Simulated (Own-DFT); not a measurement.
# Response to strain: C40 NbSi2, 36 atoms (Nb12Si24)

All numbers below are calculated, not measured. They come from Own-DFT, an in-house plane-wave density functional program, since retired, whose code no person has reviewed. Each row is one single-point run on a periodic cell that was not relaxed, without spin or spin-orbit coupling.

Settings of every run: PBE; PseudoDojo norm-conserving scalar-relativistic files; cutoff 42 hartree; 4 x 4 x 5 k mesh centred on Gamma; cold (Marzari-Vanderbilt) smearing of 0.2 eV.

Known limits: forces on such cells failed a check on a denser k mesh; stress not checked against mesh or cutoff.

Unstrained cell vectors in Å: (0.000, 8.324, 0.000); (-9.613, 0.000, 0.000); (0.000, 0.000, 6.586). The unstrained cell was taken from the Materials Project. The random moves and any unrelaxed bonds add to the pressure at no strain. Each run strains this cell uniformly, with the atoms carried along. Every atom was also moved at random, by a Gaussian of width 0.05 Å on each axis. Strain is the symmetric tensor, in per cent. Stress is positive in tension, and the pressure is minus a third of its trace.

```
run,e_xx (%),e_yy (%),e_zz (%),e_yz (%),e_xz (%),e_xy (%),s_xx (GPa),s_yy (GPa),s_zz (GPa),s_yz (GPa),s_xz (GPa),s_xy (GPa),P (GPa),E (meV/atom)
1,-1.33,-0.23,-1.66,-1.17,0.48,2.00,-10.30,-5.33,-13.03,-3.28,2.24,6.84,9.55,25.8
2,0.26,-0.68,1.90,1.61,-0.81,-0.61,-1.00,-2.09,3.72,4.16,-2.28,-2.05,-0.21,1.1
3,-1.61,-1.71,-1.89,-0.42,0.38,-1.38,-13.37,-11.36,-16.52,-2.04,1.24,-5.07,13.75,39.0
4,1.40,1.37,1.27,-0.89,1.02,1.29,3.68,3.87,3.46,-3.00,3.09,3.84,-3.67,12.7
5,-1.45,1.81,-1.11,-0.51,-1.63,-1.60,-8.24,2.09,-9.06,-2.09,-5.40,-5.05,5.07,23.0
6,1.50,1.92,0.48,0.77,-0.72,-1.64,3.89,5.30,0.95,1.89,-1.64,-4.45,-3.38,8.7
7,1.16,-0.10,1.13,1.40,1.49,1.88,2.43,-0.71,1.99,4.17,4.17,4.87,-1.23,1.3
8,-0.42,0.72,-0.30,0.79,-1.45,-0.06,-3.99,0.16,-4.79,1.78,-4.40,-0.46,2.87,0.0
9,0.07,1.49,1.16,1.76,-0.59,0.64,-0.79,3.50,1.75,5.43,-2.36,1.81,-1.48,17.0
10,0.14,-0.01,0.45,0.09,1.31,0.13,-1.50,-1.95,-2.44,0.79,4.03,0.60,1.97,8.2
11,1.61,0.81,0.51,-1.65,-1.84,1.95,3.06,1.26,-0.46,-4.15,-5.11,5.36,-1.29,29.7
12,-0.22,-1.26,-0.54,1.25,1.65,1.53,-5.10,-7.93,-7.94,4.65,5.23,4.72,6.99,22.4
13,1.32,-0.49,-1.05,0.40,-1.24,0.42,1.23,-3.70,-8.13,1.29,-4.23,1.06,3.53,3.3
14,-1.27,-0.23,-1.70,1.08,1.04,1.41,-10.06,-4.92,-13.86,3.35,3.13,4.21,9.61,29.1
15,-0.10,-1.98,1.79,-0.40,-1.37,0.97,-2.80,-8.55,1.97,-1.34,-3.53,2.96,3.12,13.8
16,1.68,0.62,1.22,1.80,1.16,-0.82,?,?,?,?,?,?,?,?
```

E is the free energy for each atom above the lowest run shown.

## Worked fit

Each stress component was fitted by least squares to a constant and the strains of the runs shown, as fractions, with shears doubled. Shear strains stay in the fit of a normal stress only where such slopes are resolved. The slopes, in GPa:

```
stress,at no strain,per e_xx,per e_yy,per e_zz,scatter
s_xx,-3.2,376 ± 20,64 ± 14,103 ± 17,0.63
s_yy,-2.4,58 ± 17,350 ± 13,81 ± 15,0.55
s_zz,-4.4,93 ± 13,87 ± 10,450 ± 11,0.43
```

Each shear stress against twice its own strain: yz 151 ± 6, xz 152 ± 6, xy 153 ± 7 GPa. These are stiffnesses along x, y and z of the frame in which the cell vectors are given, which need not be the crystal's axes. The atoms are held to the strained lattice; where symmetry lets them move under strain, relaxing them would lower some slopes. The table should be nearly symmetric about its diagonal, and what it lacks of that shows the noise. A ninth of its sum, 185 ± 5 GPa, estimates the bulk modulus near the mean pressure of these runs, 3.0 GPa, so it lies above the value at zero pressure.

## Withheld run

Question: what normal stresses and pressure should run 16 give?

The fit gives s_xx = 4.8, s_yy = 1.7, s_zz = 3.1 and P = -3.2 GPa. The calculation gave 4.37, 1.99, 2.89 and P = -3.08 GPa.
